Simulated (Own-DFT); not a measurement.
# Computed records: Al$_{3}$GaN$_{4}$ (wurtzite random alloy, strained, atoms displaced)

A calculation, not a measurement: plane-wave PBE density functional theory by an unreviewed code, no spin, of a simulated periodic cell, stress positive in tension, free energy of the whole cell less one offset for each atom, forces on such cells passed a denser k mesh, this cell's mesh not checked; offsets are fitted by least squares, one for each functional and potential file, so energies compare only between cells with the same atoms and settings and are not formation energies; the far tail of each file's local potential was reset to the Coulomb form; each entry is a single point on an unrelaxed cell, so the pressure reflects the starting lattice, mostly measured values, from which strain is counted, and rises with the displacements; printed positions are rounded, which can move forces by about a meV/angstrom; the program is a retired in-house code; no spin-orbit coupling. Program: Own-DFT development build.

Settings shared by all entries: functional PBE; potential files PseudoDojo norm-conserving, scalar-relativistic, standard set with the stringent files for Ga; wave cutoff 96 hartree; occupations Gaussian; smearing width 0.01 eV; k mesh 4 x 4 x 3 centred on Gamma.

```yaml
- entry: 1
  formula: Al3GaN4
  kind: "wurtzite random alloy, strained, atoms displaced"
  structure:
    cell_angstrom: [[9.1589, 0.0, 0.0], [-4.5795, 7.9318, 0.0], [0.0, 0.0, 10.0655]]
    atoms_fractional:
      - [Ga, 0.11469, 0.22488, 0.00299]
      - [Al, 0.21728, 0.11521, 0.25348]
      - ["N", 0.09751, 0.21679, 0.18966]
      - ["N", 0.22168, 0.11333, 0.44395]
      - [Al, 0.11731, 0.22586, 0.49145]
      - [Al, 0.21295, 0.10889, 0.75552]
      - ["N", 0.1033, 0.21821, 0.69727]
      - ["N", 0.21617, 0.10675, 0.93695]
      - [Al, 0.11362, 0.56069, 0.99874]
      - [Al, 0.2179, 0.44958, 0.24525]
      - ["N", 0.1099, 0.56223, 0.18627]
      - ["N", 0.22849, 0.45437, 0.44334]
      - [Al, 0.1085, 0.55697, 0.50244]
      - [Ga, 0.22538, 0.44943, 0.74454]
      - ["N", 0.10829, 0.55454, 0.68909]
      - ["N", 0.22853, 0.44603, 0.94158]
      - [Al, 0.09979, 0.87957, 0.00129]
      - [Al, 0.23369, 0.79394, 0.24229]
      - ["N", 0.10574, 0.87432, 0.19158]
      - ["N", 0.23088, 0.78695, 0.44574]
      - [Ga, 0.11841, 0.89686, 0.49519]
      - [Al, 0.22011, 0.77046, 0.74623]
      - ["N", 0.11687, 0.88932, 0.6807]
      - ["N", 0.22055, 0.78368, 0.93368]
      - [Al, 0.4408, 0.21871, 0.01093]
      - [Ga, 0.54671, 0.10752, 0.25599]
      - ["N", 0.43427, 0.21744, 0.1904]
      - ["N", 0.55967, 0.11465, 0.44218]
      - [Al, 0.45779, 0.23548, 0.50173]
      - [Al, 0.55862, 0.12404, 0.7489]
      - ["N", 0.44581, 0.21976, 0.68006]
      - ["N", 0.55444, 0.11594, 0.94573]
      - [Al, 0.43313, 0.55794, 0.99752]
      - [Al, 0.55797, 0.44469, 0.25249]
      - ["N", 0.4498, 0.56128, 0.18777]
      - ["N", 0.55684, 0.44332, 0.44105]
      - [Al, 0.44482, 0.55532, 0.4958]
      - [Ga, 0.55737, 0.44925, 0.75261]
      - ["N", 0.44099, 0.55909, 0.69117]
      - ["N", 0.5511, 0.43774, 0.94249]
      - [Al, 0.44984, 0.89072, 0.00487]
      - [Al, 0.54655, 0.76022, 0.24602]
      - ["N", 0.45232, 0.89512, 0.18913]
      - ["N", 0.56733, 0.78581, 0.44762]
      - [Al, 0.44704, 0.8889, 0.49772]
      - [Al, 0.55076, 0.77676, 0.7471]
      - ["N", 0.43948, 0.88141, 0.68977]
      - ["N", 0.55437, 0.78139, 0.93695]
      - [Ga, 0.77937, 0.2158, 0.99824]
      - [Al, 0.88653, 0.09954, 0.24869]
      - ["N", 0.77727, 0.22364, 0.19059]
      - ["N", 0.88819, 0.11137, 0.4329]
      - [Al, 0.78266, 0.22134, 0.49834]
      - [Al, 0.89266, 0.10637, 0.74473]
      - ["N", 0.77658, 0.21682, 0.69164]
      - ["N", 0.89526, 0.11464, 0.93141]
      - [Al, 0.76852, 0.55216, 0.99929]
      - [Ga, 0.89399, 0.44271, 0.25782]
      - ["N", 0.77927, 0.55933, 0.19398]
      - ["N", 0.88483, 0.44754, 0.43435]
      - [Al, 0.78949, 0.55918, 0.49056]
      - [Al, 0.88487, 0.44826, 0.75247]
      - ["N", 0.79131, 0.56408, 0.69308]
      - ["N", 0.88858, 0.44219, 0.94241]
      - [Ga, 0.77232, 0.89488, 0.99879]
      - [Al, 0.89323, 0.77846, 0.24382]
      - ["N", 0.78909, 0.88684, 0.19393]
      - ["N", 0.87852, 0.78374, 0.43974]
      - [Al, 0.78464, 0.89935, 0.49747]
      - [Ga, 0.89432, 0.77329, 0.75938]
      - ["N", 0.78223, 0.89281, 0.68905]
      - ["N", 0.88894, 0.76739, 0.94722]
  results:
    "free_energy_of_cell_above_offsets [eV]": "-19.869"
    "pressure [GPa]": 18.28
    "stress_xx [GPa]": -22.48
    "stress_yy [GPa]": -22.04
    "stress_zz [GPa]": -10.32
    "stress_yz [GPa]": -0.42
    "stress_xz [GPa]": 0.16
    "stress_xy [GPa]": 0.23
    force_element: [Ga, Al, "N", "N", Al, Al, "N", "N", Al, Al, "N", "N", Al, Ga, "N", "N", Al, Al, "N", "N", Ga, Al, "N", "N", Al, Ga, "N", "N", Al, Al, "N", "N", Al, Al, "N", "N", Al, Ga, "N", "N", Al, Al, "N", "N", Al, Al, "N", "N", Ga, Al, "N", "N", Al, Al, "N", "N", Al, Ga, "N", "N", Al, Al, "N", "N", Ga, Al, "N", "N", Al, Ga, "N", "N"]
    "force_x [eV/angstrom]": [-0.386, 0.028, 1.928, 1.175, -1.44, 1.64, 1.973, 1.392, -0.564, 0.451, 1.927, -0.918, 0.156, -1.015, -1.252, -2.599, 1.671, 0.561, -0.363, 0.379, -1.571, -0.384, -0.024, 1.113, -0.388, 1.5, -0.676, -0.215, -0.685, 0.493, -1.579, -0.555, 3.608, 0.057, -0.836, 0.048, 1.007, 0.348, 1.906, -1.306, -1.647, 1.081, 0.636, -1.523, 0.546, 1.099, 0.006, -0.747, -0.621, -2.334, 0.84, 0.885, -0.691, -2.161, 0.11, 0.099, 1.432, -1.028, -0.652, 2.534, -2.939, 1.893, -1.43, -0.261, 2.024, -0.305, -2.999, 2.683, -0.191, -0.498, -0.608, -1.837]
    "force_y [eV/angstrom]": [-0.445, -1.255, 1.655, 2.59, 0.074, -0.295, 0.997, -0.635, -0.344, -0.403, 0.909, -1.133, 0.887, -1.678, -0.343, 0.48, 1.513, -2.556, 3.485, -2.047, -1.725, 1.849, 0.405, -0.637, -0.149, 1.757, 1.192, -0.066, -2.55, -2.613, 0.561, -1.152, 0.665, -0.063, -3.938, 1.627, 1.483, -0.653, 0.438, 0.599, 0.679, 5.329, -2.45, -1.61, 0.611, 1.373, 1.688, -1.258, 1.104, 1.229, -1.557, 1.437, 0.225, 0.239, 1.317, -0.65, -1.116, 0.153, -1.105, -1.021, 1.737, -1.715, -2.179, 1.362, -0.505, -1.155, -0.607, -1.204, -0.688, 2.557, -1.397, 0.691]
    "force_z [eV/angstrom]": [-0.551, 0.064, 1.075, -2.135, 1.837, -1.545, -2.687, 1.135, -0.323, 0.622, -0.118, -1.562, -0.185, 1.32, -0.712, -0.469, 0.363, 2.046, -1.015, -2.587, 0.819, 0.243, 2.345, 0.935, -1.976, -0.024, 0.789, 0.709, -0.218, 0.842, 1.687, -1.285, 0.569, -0.259, -0.939, -0.916, 1.321, -0.425, -1.726, 0.756, -1.583, 2.469, -0.567, -2.129, 1.573, -0.067, -0.378, -0.203, 0.815, 0.46, 0.29, 0.472, 0.806, 1.073, -0.945, -0.194, 1.457, -2.945, -0.993, 3.011, 1.906, 0.724, -2.466, -0.823, 0.624, 2.224, -1.19, -1.488, 1.681, -0.978, -0.19, -0.264]
- entry: 2
  formula: Al3GaN4
  kind: "wurtzite random alloy, strained, atoms displaced"
  structure:
    cell_angstrom: [[9.1589, 0.0, 0.0], [-4.5795, 7.9318, 0.0], [0.0, 0.0, 10.0655]]
    atoms_fractional:
      - [Ga, 0.10587, 0.20551, 0.99502]
      - [Al, 0.22028, 0.11388, 0.25276]
      - ["N", 0.10316, 0.22779, 0.19313]
      - ["N", 0.22864, 0.10855, 0.43868]
      - [Al, 0.10271, 0.21387, 0.49996]
      - [Al, 0.22744, 0.12875, 0.74588]
      - ["N", 0.11097, 0.21787, 0.68988]
      - ["N", 0.22644, 0.10865, 0.93983]
      - [Ga, 0.10933, 0.55567, 0.98973]
      - [Al, 0.21992, 0.44431, 0.25354]
      - ["N", 0.11536, 0.55569, 0.19164]
      - ["N", 0.21358, 0.44552, 0.43986]
      - [Al, 0.11352, 0.54762, 0.49873]
      - [Ga, 0.21676, 0.45252, 0.75004]
      - ["N", 0.11161, 0.55184, 0.70002]
      - ["N", 0.21935, 0.44193, 0.93786]
      - [Ga, 0.11458, 0.89242, 0.99502]
      - [Al, 0.22441, 0.7845, 0.25244]
      - ["N", 0.1139, 0.88979, 0.1913]
      - ["N", 0.22894, 0.7664, 0.43727]
      - [Ga, 0.11464, 0.89678, 0.49179]
      - [Al, 0.22198, 0.77465, 0.73686]
      - ["N", 0.11634, 0.89705, 0.69205]
      - ["N", 0.22027, 0.77952, 0.92724]
      - [Ga, 0.44169, 0.21873, 0.00212]
      - [Al, 0.54624, 0.10273, 0.24691]
      - ["N", 0.44766, 0.22352, 0.18866]
      - ["N", 0.55821, 0.11119, 0.44072]
      - [Al, 0.45103, 0.22812, 0.50852]
      - [Al, 0.5552, 0.11431, 0.74841]
      - ["N", 0.44624, 0.21358, 0.68919]
      - ["N", 0.55607, 0.11482, 0.94734]
      - [Al, 0.43727, 0.54882, 0.003]
      - [Al, 0.5571, 0.44702, 0.24641]
      - ["N", 0.4427, 0.56063, 0.17791]
      - ["N", 0.54015, 0.43657, 0.44859]
      - [Al, 0.44272, 0.5556, 0.49748]
      - [Al, 0.56128, 0.45715, 0.75971]
      - ["N", 0.44293, 0.55116, 0.69217]
      - ["N", 0.55257, 0.43734, 0.9367]
      - [Al, 0.45587, 0.89562, 0.99517]
      - [Ga, 0.55602, 0.78265, 0.24742]
      - ["N", 0.4386, 0.86908, 0.19507]
      - ["N", 0.56435, 0.79068, 0.4427]
      - [Al, 0.44063, 0.89151, 0.50342]
      - [Ga, 0.55094, 0.7751, 0.74724]
      - ["N", 0.44194, 0.88448, 0.69103]
      - ["N", 0.54494, 0.77396, 0.95291]
      - [Al, 0.77875, 0.22411, 0.999]
      - [Al, 0.89308, 0.11459, 0.24517]
      - ["N", 0.77198, 0.22934, 0.19026]
      - ["N", 0.90601, 0.13085, 0.44325]
      - [Al, 0.77587, 0.21921, 0.50412]
      - [Al, 0.88636, 0.10807, 0.75232]
      - ["N", 0.77493, 0.21724, 0.69982]
      - ["N", 0.89566, 0.11113, 0.94378]
      - [Al, 0.77941, 0.55779, 0.99709]
      - [Al, 0.88839, 0.44294, 0.24899]
      - ["N", 0.77189, 0.55361, 0.19247]
      - ["N", 0.88622, 0.4514, 0.44253]
      - [Al, 0.77668, 0.5471, 0.49818]
      - [Ga, 0.88102, 0.4365, 0.76062]
      - ["N", 0.78558, 0.55884, 0.68388]
      - ["N", 0.88946, 0.44583, 0.93156]
      - [Al, 0.78482, 0.89337, 0.99493]
      - [Al, 0.88622, 0.7849, 0.24264]
      - ["N", 0.77301, 0.88319, 0.18854]
      - ["N", 0.88051, 0.77125, 0.44014]
      - [Al, 0.7756, 0.88878, 0.51415]
      - [Al, 0.89715, 0.78208, 0.75151]
      - ["N", 0.78533, 0.89513, 0.68522]
      - ["N", 0.89102, 0.79146, 0.93974]
  results:
    "free_energy_of_cell_above_offsets [eV]": "-17.788"
    "pressure [GPa]": 19.36
    "stress_xx [GPa]": -26.53
    "stress_yy [GPa]": -20.77
    "stress_zz [GPa]": -10.77
    "stress_yz [GPa]": 0.2
    "stress_xz [GPa]": -1.05
    "stress_xy [GPa]": 1.96
    force_element: [Ga, Al, "N", "N", Al, Al, "N", "N", Ga, Al, "N", "N", Al, Ga, "N", "N", Ga, Al, "N", "N", Ga, Al, "N", "N", Ga, Al, "N", "N", Al, Al, "N", "N", Al, Al, "N", "N", Al, Al, "N", "N", Al, Ga, "N", "N", Al, Ga, "N", "N", Al, Al, "N", "N", Al, Al, "N", "N", Al, Al, "N", "N", Al, Ga, "N", "N", Al, Al, "N", "N", Al, Al, "N", "N"]
    "force_x [eV/angstrom]": [1.161, 0.26, 2.807, -0.736, 3.874, 2.212, -2.12, -0.437, 0.917, 0.364, -1.619, 3.56, -3.232, 3.812, -3.597, 1.145, 0.945, 0.254, -0.891, -1.387, 0.003, -1.315, 0.171, 1.59, 0.119, 0.853, -1.256, -0.679, -0.094, 0.404, -1.336, 1.943, 0.052, -1.445, 0.716, 1.709, -0.827, 1.02, 0.377, 0.023, -3.084, 2.412, -4.002, -0.532, 1.25, 1.103, -0.552, 3.241, 0.238, -2.422, 1.119, -3.812, 0.238, 0.844, 0.278, -3.855, -0.469, 0.104, 1.277, 2.492, -2.455, 0.157, -1.667, -1.686, -2.941, 1.453, 0.823, -0.422, 0.995, -0.099, 0.022, 0.634]
    "force_y [eV/angstrom]": [3.572, 0.431, -0.618, 3.203, 2.42, -2.71, 0.85, 0.882, 1.012, 0.94, 0.405, -1.645, 1.317, -2.81, 1.775, -0.893, -1.354, -2.238, 0.668, 0.92, -3.557, 0.95, 0.089, 0.628, 0.637, 0.133, -0.332, 0.18, -1.771, -1.738, 2.441, -0.702, 0.246, -0.388, -2.349, 1.529, 1.006, -1.427, -0.025, 2.3, -1.077, -2.165, 4.736, -1.497, -0.116, 0.147, 1.797, -0.092, 0.179, -0.866, -1.941, -3.744, 1.075, 0.615, -0.988, -0.752, 0.165, 1.384, 1.037, -2.288, 1.835, 1.243, 0.28, -0.727, -0.911, -1.611, 2.938, 0.771, 0.457, -0.133, -0.752, -2.976]
    "force_z [eV/angstrom]": [1.97, -0.439, -0.59, -0.669, 1.225, 1.067, -0.889, -2.285, 2.307, -0.589, -0.321, -0.397, 1.35, 1.155, -3.782, 0.383, 1.065, -0.074, 0.044, 0.462, 1.68, 1.632, -0.393, 0.228, 0.684, 0.819, 1.33, -0.19, -0.964, 1.482, 0.602, -2.087, -1.458, 1.048, 3.034, -2.193, 0.661, -2.421, -1.384, 0.833, 1.404, 2.205, -2.761, 0.663, -0.419, 1.527, -0.912, -2.185, 0.91, 1.484, -0.766, -1.706, -0.206, 0.203, -1.727, -1.872, 0.914, 0.867, -1.446, -0.876, 0.583, -4.252, 1.296, 4.721, 1.79, 1.972, -1.535, -0.851, -4.15, -0.878, 3.179, -1.11]
```
